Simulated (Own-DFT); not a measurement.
# Which defects push the lattice out? zincblende GaAs

Everything here is calculated. The program is Own-DFT (plane waves, in-house, since retired, never reviewed by a person); positions were held fixed, and spin and spin-orbit coupling were off.

Common settings: PBE; PseudoDojo norm-conserving scalar-relativistic files; cutoff 42 hartree; 3 x 3 x 3 k mesh centred on Gamma; Fermi-Dirac smearing of 0.1 eV.

Known weak points (not all hold for every row): not probed for a lower state with spin; forces on such cells failed a check on a denser k mesh; forces not confirmed at this smearing and k mesh; forces on such cells passed a denser k mesh, each cell not checked; stress not checked against mesh or cutoff.

All runs share one cell, with vectors in Å (11.307, 0.000, 0.000); (0.000, 11.307, 0.000); (0.000, 0.000, 11.307) and a volume of 1445.4 Å³. u is the rms random offset of the atoms per axis. The defect's site can differ from row to row.

```
cell,formula,u (Å),P (GPa)
no defect,As32Ga32,0.0194,3.53
no defect,As32Ga32,0.0219,3.54
no defect,As32Ga32,0.0516,3.97
one P on an As site,As31Ga32P,0.0297,3.36
one P on an As site,As31Ga32P,0.0311,3.38
one P on an As site,As31Ga32P,0.0316,3.37
two Ga vacancies,As32Ga30,0.0277,2.89
two Ga vacancies,As32Ga30,0.0302,2.94
two Ga vacancies,As32Ga30,0.0316,2.98
two As on a Ga site each,As34Ga30,0.0281,4.78
two As on a Ga site each,As34Ga30,0.0298,4.80
two As on a Ga site each,As34Ga30,0.0308,4.80
one Al on a Ga site,AlAs32Ga31,0.0479,?
one Al on a Ga site,AlAs32Ga31,0.0486,3.96
one Al on a Ga site,AlAs32Ga31,0.0490,3.92
one Al on a Ga site,AlAs32Ga31,0.0522,4.00
```

## Working it out

P = P0 + c u² + a shift for each defect gives P0 = 3.45 GPa, c = 198 ± 9 GPa/Å² and a scatter of 0.02 GPa. The shifts, and each times the cell's volume:

- two As on a Ga site each: 1.18 ± 0.01 GPa, 10.6 eV (5.3 eV for each of its 2 sites)
- one Al on a Ga site: 0.02 ± 0.02 GPa, 0.2 eV (not resolved)
- one P on an As site: -0.26 ± 0.01 GPa, -2.4 eV
- two Ga vacancies: -0.68 ± 0.01 GPa, -6.2 eV (-3.1 eV for each of its 2 sites)

Positive is outwards. The product with the volume (160.2 GPa Å³ to the eV) is nearly free of the cell's size; divided by the bulk modulus at the cell's pressure it gives the volume that the defect adds. The atoms around the defects weren't relaxed, which would change these numbers.

## The run left out

Question: what pressure belongs in the blank (one Al on a Ga site, u = 0.0479 Å)?

The fitted form gives 3.92 ± 0.02 GPa. The calculation gave 3.95 GPa.
